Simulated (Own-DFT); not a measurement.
# Biaxial strain at fixed height in diamond-structure GeSn with randomly placed atoms, 64 atoms (Ge60Sn4)

No measurement is shown. These are fixed-geometry runs of a retired plane-wave code named Own-DFT, which no person has reviewed; spin and spin-orbit coupling are neglected.

Settings: PBE; PseudoDojo norm-conserving scalar-relativistic files; cutoff 49 hartree; 3 x 3 x 3 k mesh centred on Gamma; Fermi-Dirac smearing of 0.1 eV.

Known weak points: forces on such cells moved up to 12 meV/angstrom on a denser k mesh; stress not checked against mesh or cutoff.

Unstrained cell vectors in Å: (11.420, 0.000, 0.000); (0.000, 11.420, 0.000); (0.000, 0.000, 11.420). The unstrained cell has measured lattice constants (interpolated for alloys), not those of this functional. That, the random moves and any unrelaxed bonds set the pressure at no strain. Each run strains x and y alike by e, as a substrate would, and holds the height along z. Random moves of width 0.05 Å per axis were added to every atom. The random placing of the alloy's atoms differs from row to row. Stress is positive in tension.

| e (%) | u (Å) | (s_xx + s_yy)/2 (GPa) | s_zz (GPa) |
|---|---|---|---|
| -3.00 | 0.051 | -11.01 | -8.99 |
| -2.75 | 0.048 | -10.11 | -8.41 |
| -2.50 | 0.048 | -9.61 | -7.98 |
| -0.75 | 0.050 | -6.16 | -5.69 |
| 1.25 | 0.050 | ? | ? |
| 2.00 | 0.051 | -1.76 | -3.06 |
| 2.25 | 0.051 | -1.17 | -2.47 |
| 2.50 | 0.051 | -0.99 | -2.36 |
| 2.75 | 0.052 | -0.59 | -2.00 |
| 3.00 | 0.052 | -0.51 | -2.09 |

## Worked fit

With e as a fraction, the in-plane stress is -4.7 + 174 e - 982 e² GPa (errors 2 and 188, scatter 0.14), and s_zz is -4.8 + 114 e - 671 e² GPa (slope ± 2, scatter 0.16). At e = 0 the first slope is C11 + C12 and the second 2 C12, both with the ions held to the strained lattice and at the cell's own pressure. The term in e² is negative: the layer stiffens under compression and softens under tension. A free layer would change its height as e changes, and the in-plane slope would drop by 2 C12²/C11 to the biaxial modulus. At fixed height, a misfit of 1 % moves the in-plane stress by about 1.7 GPa and s_zz by 1.1 GPa.

## Check

Q: what are the two stresses at e = 1.25 %?

From the fit: -2.7 and -3.5 GPa. DFT gave -2.85 and -3.58 GPa.
